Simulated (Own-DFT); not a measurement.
# What a defect does to the pressure of its cell: C40 NbSi2

No measurement is shown. These are fixed-geometry runs of a retired plane-wave code named Own-DFT, which no person has reviewed; spin and spin-orbit coupling are neglected.

Settings: PBE; PseudoDojo norm-conserving scalar-relativistic files; cutoff 42 hartree; 4 x 4 x 5 k mesh centred on Gamma; cold (Marzari-Vanderbilt) smearing of 0.2 eV.

Limits: forces on such cells failed a check on a denser k mesh; stress not checked against mesh or cutoff.

All runs share one cell, with vectors in Å (0.000, 8.324, 0.000); (-9.613, 0.000, 0.000); (0.000, 0.000, 6.586) and a volume of 527.0 Å³. The atoms are randomly displaced, by u rms on each axis. The defect's site can differ from row to row.

```
                    cell   formula   u (Å)  P (GPa)
               no defect  Nb12Si24  0.0209     1.52
               no defect  Nb12Si24  0.0217     1.58
               no defect  Nb12Si24  0.0483     2.52
two Si on a Nb site each  Nb10Si26  0.0246     1.50
two Si on a Nb site each  Nb10Si26  0.0288     1.76
two Si on a Nb site each  Nb10Si26  0.0476     2.45
two Nb on a Si site each  Nb14Si22  0.0274     7.41
two Nb on a Si site each  Nb14Si22  0.0283        ?
two Nb on a Si site each  Nb14Si22  0.0527     8.89
two Nb on a Si site each  Nb14Si22  0.0543     8.26
          one Si vacancy  Nb12Si23  0.0275     0.92
          one Si vacancy  Nb12Si23  0.0481     1.59
          one Si vacancy  Nb12Si23  0.0493     2.04
```

## Fit

P = P0 + c u² + a shift for each defect gives P0 = 1.30 GPa, c = 534 ± 76 GPa/Å² and a scatter of 0.22 GPa. The shifts, and each times the cell's volume:

- two Nb on a Si site each: 5.74 ± 0.20 GPa, 18.9 eV (9.4 eV for each of its 2 sites)
- two Si on a Nb site each: -0.05 ± 0.18 GPa, -0.2 eV (-0.1 eV for each of its 2 sites) (not resolved)
- one Si vacancy: -0.76 ± 0.19 GPa, -2.5 eV

Positive is outwards. The product with the volume (160.2 GPa Å³ to the eV) is nearly free of the cell's size; divided by the bulk modulus at the cell's pressure it gives the volume that the defect adds. The atoms around the defects weren't relaxed, which would change these numbers.

## Prediction

Asked: what pressure belongs in the blank (two Nb on a Si site each, u = 0.0283 Å)?

The fit gives 7.46 ± 0.28 GPa. DFT gave 7.53 GPa.
